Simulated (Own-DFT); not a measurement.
Ti$_{5}$Si$_{3}$ (Ti5Si3 crystal, atoms displaced) (calculated)

A calculation, not a measurement: plane-wave PBEsol density functional theory by an unreviewed code, no spin, of a simulated periodic cell, stress positive in tension, free energy of the whole cell less one offset for each atom, forces on such cells passed a denser k mesh, this cell's mesh not checked; offsets are fitted by least squares, one for each functional and potential file, so energies compare only between cells with the same atoms and settings and are not formation energies; the far tail of each file's local potential was reset to the Coulomb form; each entry is a single point on an unrelaxed cell, so the pressure reflects the starting lattice, taken from the Materials Project, from which strain is counted, and rises with the displacements; printed positions are rounded, which can move forces by about a meV/angstrom; the program is a retired in-house code; no spin-orbit coupling. Program: Own-DFT development build.

Common to all runs: functional PBEsol; potential files PseudoDojo norm-conserving, scalar-relativistic, made for PBE, standard set; wave cutoff 42 hartree; occupations cold (Marzari-Vanderbilt); smearing width 0.2 eV; k mesh 4 x 4 x 4 centred on Gamma.

(1) Ti$_{5}$Si$_{3}$ (Ti5Si3 crystal, atoms displaced)

```
Ti5Si3
1.0
      7.4471     0.0000    -5.1150
      3.7235     6.4494     5.1150
      3.7235    -6.4494     5.1150
Ti Si Ti Si Ti Si
10 6 10 6 10 6
Direct
  0.00244 0.34018 0.67080
  0.16855 0.49798 0.16580
  0.33402 0.32282 0.00086
  0.84227 0.50017 0.84468
  0.08725 0.16892 0.16271
  0.83445 0.42451 0.17210
  0.50405 0.49211 0.75059
  0.83549 0.16638 0.90874
  0.16277 0.58228 0.83267
  0.24602 0.50463 0.50638
  0.31402 0.29080 0.29200
  0.95633 0.65229 0.04859
  0.62287 0.37216 0.98904
  0.72029 0.28535 0.66984
  0.03714 0.33827 0.95836
  0.01048 0.37694 0.38629
  0.66487 0.65896 0.99916
  0.83302 0.83850 0.49397
  0.99013 0.66321 0.34101
  0.49081 0.84486 0.17273
  0.74931 0.50577 0.49308
  0.50906 0.75145 0.50223
  0.17269 0.83431 0.08992
  0.49580 0.50234 0.24695
  0.82701 0.92124 0.17027
  0.91358 0.83960 0.82214
  0.98665 0.61719 0.62530
  0.61954 0.98305 0.38879
  0.28565 0.70723 0.32501
  0.36499 0.61987 0.01366
  0.72880 0.67167 0.28792
  0.68164 0.72038 0.70255
  0.33081 0.99794 0.33124
  0.50029 0.17162 0.83120
  0.66579 0.00190 0.66942
  0.16778 0.16050 0.50226
  0.42316 0.83093 0.83182
  0.16435 0.08106 0.84017
  0.83577 0.16280 0.42179
  0.15984 0.83715 0.57685
  0.49714 0.25582 0.50313
  0.57626 0.16873 0.15566
  0.65544 0.95080 0.95007
  0.27598 0.33057 0.71559
  0.95321 0.04962 0.65886
  0.04543 0.94343 0.35049
  0.38576 0.00904 0.61346
  0.35024 0.04035 0.03878
```

- free energy of cell above offsets: 1.042 eV
- pressure: -1.3 GPa
- stress xx: 1.51 GPa
- stress yy: 0.84 GPa
- stress zz: 1.57 GPa
- stress yz: -0.15 GPa
- stress xz: 0.27 GPa
- stress xy: 0.78 GPa

Force:
| element | x (eV/Å) | y (eV/Å) | z (eV/Å) |
| --- | --- | --- | --- |
| Ti | -0.649 | -0.465 | -0.401 |
| Ti | -0.573 | -0.361 | 0.662 |
| Ti | 0.218 | 0.629 | 0.771 |
| Ti | -1.43 | 0.946 | 0.053 |
| Ti | -0.162 | -1.128 | 0.041 |
| Ti | -0.559 | -0.373 | -0.477 |
| Ti | 0.342 | 0.401 | 0.414 |
| Ti | -0.43 | -0.529 | 0.389 |
| Ti | 0.192 | -0.151 | 0.1 |
| Ti | -0.129 | 0.12 | -0.294 |
| Si | 0.262 | -0.148 | -0.39 |
| Si | 0.316 | 0.584 | 0.714 |
| Si | 0.392 | 0.78 | 0.37 |
| Si | 0.079 | -0.054 | 0.552 |
| Si | 1.157 | 0.5 | -0.444 |
| Si | 0.156 | 0.361 | -0.374 |
| Ti | 0.099 | 0.389 | 0.919 |
| Ti | 0.246 | -0.868 | 0.465 |
| Ti | 1.276 | 0.289 | -1.67 |
| Ti | 0.222 | -0.799 | -2.349 |
| Ti | 0.145 | -1.347 | 0.055 |
| Ti | -1.479 | 0.303 | -0.024 |
| Ti | -0.728 | 0.011 | 0.193 |
| Ti | 0.359 | -0.11 | -0.285 |
| Ti | 0.177 | -0.072 | -0.348 |
| Ti | 0.328 | -1.589 | 0.121 |
| Si | -0.114 | 0.826 | 0.313 |
| Si | -0.227 | 1.444 | 0.439 |
| Si | 0.221 | 0.305 | 0.318 |
| Si | 1.195 | 0.276 | -0.873 |
| Si | -1.973 | 1.515 | 1.074 |
| Si | 0.235 | -1.883 | 0.074 |
| Ti | 0.114 | 0.351 | 0.472 |
| Ti | -0.435 | 0.027 | -0.382 |
| Ti | 0.181 | 0.254 | -0.273 |
| Ti | 0.136 | 0.274 | 0.359 |
| Ti | -0.395 | 0.031 | 0.061 |
| Ti | -0.188 | 0.498 | -0.244 |
| Ti | -0.21 | 0.351 | -0.129 |
| Ti | 0.587 | -0.84 | -0.05 |
| Ti | -0.038 | -0.097 | -0.15 |
| Ti | 0.455 | -1.627 | 0.168 |
| Si | 0.138 | -0.236 | 0.205 |
| Si | 0.598 | -0.758 | -0.758 |
| Si | -0.031 | 0.519 | -0.079 |
| Si | 0.132 | 1.654 | -0.202 |
| Si | -0.097 | -0.285 | 0.348 |
| Si | -0.113 | 0.083 | 0.549 |

(2) Ti$_{5}$Si$_{3}$ (Ti5Si3 crystal, atoms displaced)

```
Ti5Si3
1.0
      7.4471     0.0000    -5.1150
      3.7235     6.4494     5.1150
      3.7235    -6.4494     5.1150
Ti Si Ti Si Ti Si
10 6 10 6 10 6
Direct
  0.00044 0.33745 0.66066
  0.16750 0.51530 0.16159
  0.33459 0.33421 0.00673
  0.84009 0.49509 0.83102
  0.08391 0.16649 0.17066
  0.83586 0.41229 0.16629
  0.50049 0.50185 0.74708
  0.83321 0.16423 0.92030
  0.16445 0.57674 0.84028
  0.25368 0.49354 0.50523
  0.32355 0.28479 0.29302
  0.95300 0.65970 0.04603
  0.61895 0.38258 0.99411
  0.72131 0.28942 0.69053
  0.05686 0.34344 0.95336
  0.01294 0.37739 0.38046
  0.66225 0.67566 0.99577
  0.83100 0.83606 0.49905
  0.98501 0.66577 0.33087
  0.49555 0.83512 0.17734
  0.75790 0.49257 0.50216
  0.50008 0.74136 0.50427
  0.16915 0.83202 0.08406
  0.49663 0.49152 0.25282
  0.83122 0.91706 0.16758
  0.91316 0.82582 0.83203
  0.98795 0.62091 0.62774
  0.61355 0.99391 0.37965
  0.28693 0.71263 0.32787
  0.37527 0.61779 0.02099
  0.70592 0.67155 0.29429
  0.66941 0.70924 0.71712
  0.33388 0.00396 0.32795
  0.50241 0.16510 0.83489
  0.67131 0.99907 0.66853
  0.16693 0.17149 0.50005
  0.42006 0.83031 0.83135
  0.16572 0.07874 0.84137
  0.84394 0.16000 0.41269
  0.16564 0.82666 0.57468
  0.49982 0.25409 0.50380
  0.58659 0.16986 0.16220
  0.65273 0.95683 0.95579
  0.28367 0.32415 0.70805
  0.95377 0.04997 0.64503
  0.03701 0.94815 0.34362
  0.37857 0.01581 0.61473
  0.34131 0.06459 0.04689
```

- free energy of cell above offsets: 0.700 eV
- pressure: -1.84 GPa
- stress xx: 1.72 GPa
- stress yy: 1.74 GPa
- stress zz: 2.07 GPa
- stress yz: 0.08 GPa
- stress xz: 0.13 GPa
- stress xy: -0.09 GPa

Force:
| element | x (eV/Å) | y (eV/Å) | z (eV/Å) |
| --- | --- | --- | --- |
| Ti | 0.226 | -0.861 | -0.11 |
| Ti | -0.785 | -1.891 | -0.015 |
| Ti | 0.067 | 0.811 | -0.143 |
| Ti | 0.235 | -0.132 | 1.406 |
| Ti | -0.045 | 0.137 | -0.024 |
| Ti | 0.154 | 0.3 | 0.218 |
| Ti | -0.379 | -0.791 | 0.17 |
| Ti | 0.476 | 0.183 | -0.061 |
| Ti | 0.278 | 0.698 | -0.037 |
| Ti | -0.289 | 1.254 | 0.326 |
| Si | -0.505 | 0.71 | 0.072 |
| Si | -0.479 | -0.276 | 0.131 |
| Si | 0.016 | 0.741 | -0.272 |
| Si | -1.345 | 0.107 | -0.416 |
| Si | -0.863 | -0.229 | 0.192 |
| Si | 0.165 | 0.714 | -0.143 |
| Ti | 0.201 | -1.241 | -0.2 |
| Ti | -0.452 | -0.591 | 0.038 |
| Ti | 1.137 | -0.413 | -0.584 |
| Ti | -0.246 | 0.801 | -0.984 |
| Ti | -0.119 | 0.283 | 0.336 |
| Ti | -0.06 | 0.643 | 0.26 |
| Ti | 0.257 | 0.226 | 0.349 |
| Ti | 0.551 | 0.521 | 0.206 |
| Ti | -0.406 | -0.065 | -0.021 |
| Ti | 0.195 | 0.903 | 0.343 |
| Si | -0.213 | 0.643 | -0.426 |
| Si | 0.599 | -0.464 | 0.058 |
| Si | -0.386 | 0.032 | 0.178 |
| Si | 0.753 | 1.048 | -0.752 |
| Si | -0.179 | 0.626 | -0.255 |
| Si | 0.865 | 0.597 | -0.618 |
| Ti | -0.461 | -0.749 | 0.576 |
| Ti | -0.14 | 0.517 | 0.18 |
| Ti | -0.387 | 0.063 | 0.266 |
| Ti | -0.433 | -0.343 | -0.687 |
| Ti | -0.062 | -0.018 | 0.467 |
| Ti | -0.526 | 0.88 | -0.245 |
| Ti | -0.622 | 0.295 | 0.787 |
| Ti | 0.62 | 0.084 | 0.556 |
| Ti | 0.385 | -0.161 | -0.19 |
| Ti | -0.101 | -0.665 | 0.255 |
| Si | -0.14 | -0.199 | -0.091 |
| Si | 0.761 | -1.456 | 0.203 |
| Si | 0.485 | -1.144 | 0.25 |
| Si | 1.215 | 0.229 | -0.487 |
| Si | 0.14 | -0.667 | -0.155 |
| Si | -0.159 | -1.689 | -0.905 |

(3) Ti$_{5}$Si$_{3}$ (Ti5Si3 crystal, atoms displaced)

```
Ti5Si3
1.0
      7.4471     0.0000    -5.1150
      3.7235     6.4494     5.1150
      3.7235    -6.4494     5.1150
Ti Si Ti Si Ti Si
10 6 10 6 10 6
Direct
  0.00518 0.33291 0.66728
  0.16965 0.49467 0.15148
  0.33333 0.33718 0.99749
  0.83125 0.49808 0.83628
  0.09086 0.15778 0.16252
  0.83344 0.41672 0.16891
  0.48732 0.50126 0.74586
  0.83699 0.15876 0.91715
  0.15839 0.58500 0.83243
  0.25346 0.50071 0.49164
  0.32480 0.29041 0.28832
  0.95026 0.65774 0.05125
  0.60355 0.38367 0.98362
  0.72011 0.29015 0.67790
  0.04457 0.34544 0.95069
  0.00783 0.37717 0.38771
  0.66769 0.66379 0.00009
  0.83219 0.83004 0.50535
  0.00645 0.66842 0.33699
  0.49640 0.83841 0.16475
  0.75111 0.49536 0.49946
  0.50330 0.75202 0.50902
  0.16400 0.83167 0.08242
  0.50401 0.50309 0.24628
  0.83679 0.90860 0.16082
  0.92726 0.81520 0.82222
  0.98561 0.61683 0.61399
  0.62277 0.98362 0.37810
  0.29212 0.72256 0.32104
  0.37801 0.62419 0.01083
  0.71435 0.68781 0.28855
  0.68176 0.71569 0.70415
  0.32886 0.00177 0.33019
  0.49027 0.17704 0.83626
  0.66455 0.00679 0.66855
  0.17337 0.17128 0.49962
  0.41261 0.83666 0.82607
  0.17753 0.07017 0.82726
  0.82933 0.16083 0.42989
  0.17040 0.83012 0.58442
  0.49990 0.25440 0.49746
  0.57858 0.16381 0.17519
  0.65553 0.96188 0.96380
  0.28295 0.31115 0.71076
  0.96203 0.04548 0.65286
  0.05083 0.95187 0.34485
  0.37288 0.00792 0.61782
  0.34058 0.04607 0.05415
```

- free energy of cell above offsets: 0.846 eV
- pressure: -1.84 GPa
- stress xx: 1.61 GPa
- stress yy: 2.1 GPa
- stress zz: 1.8 GPa
- stress yz: 0.33 GPa
- stress xz: -0.05 GPa
- stress xy: 0.21 GPa

Force:
| element | x (eV/Å) | y (eV/Å) | z (eV/Å) |
| --- | --- | --- | --- |
| Ti | -0.505 | -0.152 | 0.427 |
| Ti | 0.598 | -0.792 | 1.875 |
| Ti | -0.762 | -0.38 | 0.118 |
| Ti | 0.117 | 0.203 | -0.145 |
| Ti | -0.023 | 0.473 | 0.836 |
| Ti | -0.44 | 0.207 | 0.004 |
| Ti | 0.783 | 0.252 | -0.311 |
| Ti | 0.248 | 0.606 | 0.251 |
| Ti | 0.398 | -0.22 | -0.357 |
| Ti | -0.01 | -0.517 | 0.327 |
| Si | -0.424 | 0.307 | -0.233 |
| Si | -0.2 | -0.266 | -0.35 |
| Si | 1.721 | -0.404 | -0.47 |
| Si | -0.723 | -0.604 | 0.382 |
| Si | -0.178 | -0.485 | -0.367 |
| Si | -0.014 | 0.878 | -0.478 |
| Ti | -0.075 | 0.552 | 0.491 |
| Ti | 0.521 | 0.908 | -0.228 |
| Ti | -0.688 | 0.169 | -0.713 |
| Ti | 0.258 | -0.373 | -0.702 |
| Ti | -0.073 | 0.663 | 0.169 |
| Ti | -1.043 | 0.808 | -0.191 |
| Ti | 0.21 | 0.093 | -0.002 |
| Ti | -0.166 | -0.092 | 0.232 |
| Ti | 0.772 | 0.005 | 0.582 |
| Ti | 0.17 | 0.481 | 1.329 |
| Si | 0.253 | -0.381 | -0.325 |
| Si | -0.053 | -0.305 | 0.299 |
| Si | -0.754 | -0.68 | -0.332 |
| Si | 0.067 | 0.234 | -0.283 |
| Si | -0.362 | -0.466 | -0.339 |
| Si | 0.178 | -1.539 | 0.657 |
| Ti | 0.936 | -0.251 | 0.042 |
| Ti | 0.044 | -0.694 | -1.711 |
| Ti | -0.095 | -0.447 | -0.206 |
| Ti | -1.022 | -0.07 | -0.259 |
| Ti | 0.594 | -0.78 | -0.037 |
| Ti | -0.132 | 0.057 | 1.054 |
| Ti | 0.238 | 0.775 | -0.428 |
| Ti | -0.607 | -0.101 | -0.031 |
| Ti | 0.277 | -0.54 | -0.188 |
| Ti | 0.145 | 0.971 | -0.12 |
| Si | -1.157 | 0.348 | -0.644 |
| Si | 0.566 | 0.691 | 0.618 |
| Si | -0.43 | -0.462 | 0.236 |
| Si | -0.346 | -0.177 | 0.481 |
| Si | 1.154 | 0.628 | -0.414 |
| Si | 0.034 | 0.869 | -0.55 |

(4) Ti$_{5}$Si$_{3}$ (Ti5Si3 crystal, atoms displaced)

```
Ti5Si3
1.0
      7.4471     0.0000    -5.1150
      3.7235     6.4494     5.1150
      3.7235    -6.4494     5.1150
Ti Si Ti Si Ti Si
10 6 10 6 10 6
Direct
  0.00840 0.32711 0.67581
  0.16579 0.49675 0.16544
  0.33619 0.32713 0.99621
  0.83602 0.50617 0.82889
  0.08015 0.17474 0.16388
  0.83319 0.41123 0.16970
  0.49730 0.49471 0.75266
  0.83384 0.16637 0.92225
  0.16573 0.57974 0.83705
  0.24933 0.50773 0.50012
  0.33001 0.29233 0.29368
  0.95499 0.66197 0.05867
  0.61009 0.38205 0.98198
  0.71849 0.28460 0.67766
  0.03890 0.33921 0.95129
  0.00870 0.37393 0.38278
  0.65877 0.66476 0.00329
  0.83309 0.83204 0.49714
  0.00472 0.65999 0.33071
  0.50688 0.83663 0.16123
  0.75391 0.50279 0.50285
  0.49443 0.74376 0.51315
  0.17079 0.83088 0.08135
  0.50136 0.49492 0.24810
  0.83727 0.91326 0.15317
  0.91581 0.82982 0.83825
  0.98423 0.61425 0.62282
  0.61684 0.98957 0.37150
  0.28478 0.71860 0.31296
  0.37505 0.62257 0.01816
  0.72529 0.68064 0.29032
  0.67878 0.71023 0.71109
  0.32575 0.99059 0.33633
  0.49544 0.17303 0.82818
  0.66894 0.00628 0.67105
  0.16164 0.16957 0.49590
  0.41716 0.83275 0.83306
  0.16409 0.08447 0.82846
  0.82220 0.17022 0.41092
  0.16554 0.84624 0.58536
  0.49933 0.25463 0.49586
  0.58918 0.16816 0.17840
  0.66331 0.94608 0.95397
  0.27359 0.30925 0.70865
  0.96333 0.04520 0.65871
  0.04102 0.95174 0.35593
  0.37620 0.00971 0.62520
  0.34702 0.04714 0.05224
```

- free energy of cell above offsets: 1.285 eV
- pressure: -1.77 GPa
- stress xx: 1.2 GPa
- stress yy: 1.82 GPa
- stress zz: 2.29 GPa
- stress yz: -0.25 GPa
- stress xz: 0.04 GPa
- stress xy: 0.33 GPa

Force:
| element | x (eV/Å) | y (eV/Å) | z (eV/Å) |
| --- | --- | --- | --- |
| Ti | -1.532 | 1.325 | 0.79 |
| Ti | -0.088 | -0.249 | -0.333 |
| Ti | -0.359 | 0.183 | 1.315 |
| Ti | -0.169 | -1.389 | 0.547 |
| Ti | 0.228 | -1.277 | -0.272 |
| Ti | -0.238 | 0.602 | 0.125 |
| Ti | -0.179 | 0.48 | 0.011 |
| Ti | -0.622 | 0.131 | -0.189 |
| Ti | -0.158 | 0.145 | 0.062 |
| Ti | -0.285 | -0.466 | -0.209 |
| Si | -1.631 | 0.102 | -0.326 |
| Si | -1.27 | 0.121 | -0.726 |
| Si | 1.361 | -0.772 | -0.358 |
| Si | -0.047 | 0.215 | 0.318 |
| Si | 1.166 | 0.233 | 0.179 |
| Si | 0.373 | 0.467 | 0.374 |
| Ti | 0.594 | 0.16 | -0.928 |
| Ti | 0.274 | -0.35 | 0.748 |
| Ti | 0.576 | -0.266 | 1.019 |
| Ti | -0.454 | -0.806 | 0.6 |
| Ti | -0.39 | -0.127 | -0.117 |
| Ti | -0.374 | 1.163 | -0.314 |
| Ti | -0.062 | 0.284 | 0.411 |
| Ti | 0.843 | 0.567 | 0.175 |
| Ti | 0.986 | -0.864 | 0.87 |
| Ti | -0.038 | 0.523 | -0.267 |
| Si | 0.845 | 0.897 | -0.36 |
| Si | 0.431 | -1.655 | 0.287 |
| Si | 0.275 | -1.038 | -0.41 |
| Si | -0.046 | 0.007 | -0.497 |
| Si | -1.371 | 0.284 | -0.006 |
| Si | 0.385 | -0.117 | 0.558 |
| Ti | 1.047 | 0.999 | 0.212 |
| Ti | 0.256 | -0.917 | -0.694 |
| Ti | -0.755 | -0.077 | -0.665 |
| Ti | 0.203 | -0.368 | -0.841 |
| Ti | 0.148 | -0.322 | 0.064 |
| Ti | 0.873 | -1.081 | 0.168 |
| Ti | 0.7 | -0.568 | -0.193 |
| Ti | -0.982 | -1.169 | -0.746 |
| Ti | 0.624 | -0.978 | -0.009 |
| Ti | -0.826 | 1.537 | -0.275 |
| Si | -0.764 | 1.181 | 0.449 |
| Si | 2.205 | 0.651 | -0.166 |
| Si | -1.72 | 0.231 | 0.479 |
| Si | -0.289 | 1.116 | -0.51 |
| Si | 0.506 | 0.849 | -0.326 |
| Si | -0.247 | 0.404 | -0.024 |

(5) Ti$_{5}$Si$_{3}$ (Ti5Si3 crystal, atoms displaced)

```
Ti5Si3
1.0
      7.4471     0.0000    -5.1150
      3.7235     6.4494     5.1150
      3.7235    -6.4494     5.1150
Ti Si Ti Si Ti Si
10 6 10 6 10 6
Direct
  0.00122 0.33335 0.67011
  0.16101 0.49803 0.16967
  0.32981 0.33993 0.00047
  0.83064 0.49967 0.82820
  0.07889 0.16989 0.17409
  0.83501 0.41916 0.17022
  0.49745 0.50142 0.74566
  0.82941 0.16444 0.92327
  0.15789 0.58576 0.83475
  0.25382 0.49958 0.50181
  0.33036 0.28278 0.28353
  0.94606 0.66108 0.04025
  0.62082 0.38386 0.98341
  0.71334 0.28244 0.67526
  0.04508 0.35160 0.95859
  0.01034 0.38295 0.38791
  0.67050 0.66496 0.00211
  0.84133 0.84215 0.50618
  0.00272 0.65823 0.33296
  0.49428 0.83140 0.16701
  0.74425 0.50177 0.50031
  0.50955 0.75959 0.51260
  0.16480 0.83513 0.07867
  0.49527 0.51101 0.25767
  0.83320 0.92373 0.16640
  0.91488 0.82760 0.83397
  0.99720 0.62098 0.61752
  0.60714 0.99447 0.37240
  0.28604 0.71317 0.31997
  0.38312 0.62136 0.01276
  0.71547 0.66705 0.28333
  0.67623 0.71187 0.71283
  0.33311 0.99838 0.32857
  0.50721 0.16330 0.82527
  0.65819 0.99552 0.66090
  0.16864 0.16286 0.49822
  0.40443 0.84372 0.82757
  0.17190 0.09790 0.83564
  0.82803 0.16452 0.41414
  0.16851 0.83893 0.57802
  0.49380 0.25187 0.49311
  0.58436 0.15966 0.17574
  0.64533 0.95128 0.96209
  0.28343 0.32322 0.71005
  0.94079 0.03722 0.65608
  0.05719 0.95300 0.34245
  0.38590 0.01367 0.61433
  0.34369 0.03888 0.04102
```

* free energy of cell above offsets: 1.043 eV
* pressure: -1.71 GPa
* stress xx: 1.79 GPa
* stress yy: 1.2 GPa
* stress zz: 2.15 GPa
* stress yz: -0.19 GPa
* stress xz: -0.25 GPa
* stress xy: -0.06 GPa

Force:
| element | x (eV/Å) | y (eV/Å) | z (eV/Å) |
| --- | --- | --- | --- |
| Ti | -0.385 | -0.202 | -0.106 |
| Ti | 0.526 | 0.163 | -0.281 |
| Ti | -0.09 | -0.313 | -0.886 |
| Ti | 0.309 | -0.109 | 0.015 |
| Ti | 0.13 | 0.496 | -0.418 |
| Ti | -0.318 | 0.094 | -0.151 |
| Ti | 0.063 | -0.186 | -0.031 |
| Ti | 0.084 | 0.372 | -0.27 |
| Ti | 0.773 | -0.382 | -0.367 |
| Ti | -0.224 | 0.402 | -0.042 |
| Si | -0.676 | 0.612 | 0.485 |
| Si | 0.824 | -1.263 | -0.142 |
| Si | -0.315 | -0.822 | 0.238 |
| Si | 0.112 | 0.208 | -0.11 |
| Si | -0.684 | -0.153 | -0.266 |
| Si | -0.329 | -0.307 | -0.219 |
| Ti | -0.677 | 0.456 | 0.415 |
| Ti | -2.055 | -0.069 | -1.189 |
| Ti | 0.135 | 0.9 | 1.031 |
| Ti | 0.541 | -0.244 | -0.471 |
| Ti | 0.434 | -0.426 | -0.236 |
| Ti | -1.952 | 0.967 | -0.541 |
| Ti | -0.223 | -0.382 | 0.068 |
| Ti | -0.611 | -0.331 | -0.754 |
| Ti | -0.019 | -0.602 | -0.076 |
| Ti | -0.021 | 0.632 | 0.196 |
| Si | -0.729 | 0.011 | 0.206 |
| Si | 1.267 | -1.88 | -0.489 |
| Si | 0.269 | -0.156 | 0.338 |
| Si | -0.599 | 0.293 | -0.021 |
| Si | 0.908 | 0.797 | 0.85 |
| Si | 0.705 | -0.349 | 0.211 |
| Ti | 0.013 | 0.046 | 0.462 |
| Ti | -0.267 | -0.181 | 1.737 |
| Ti | 0.978 | -0.296 | -0.131 |
| Ti | -0.089 | 0.217 | 0.65 |
| Ti | 0.272 | -1.065 | -0.698 |
| Ti | -1.217 | -0.109 | -0.231 |
| Ti | 0.43 | 0.023 | -0.111 |
| Ti | 0.05 | -0.462 | 0.115 |
| Ti | 1.116 | -0.711 | 0.03 |
| Ti | -0.335 | 2.333 | -0.03 |
| Si | -0.04 | 0.716 | -0.617 |
| Si | 0.628 | -0.243 | -0.113 |
| Si | 2.226 | 0.823 | 0.676 |
| Si | -1.193 | -0.199 | 0.19 |
| Si | -0.692 | 0.299 | 0.481 |
| Si | 0.951 | 0.581 | 0.6 |
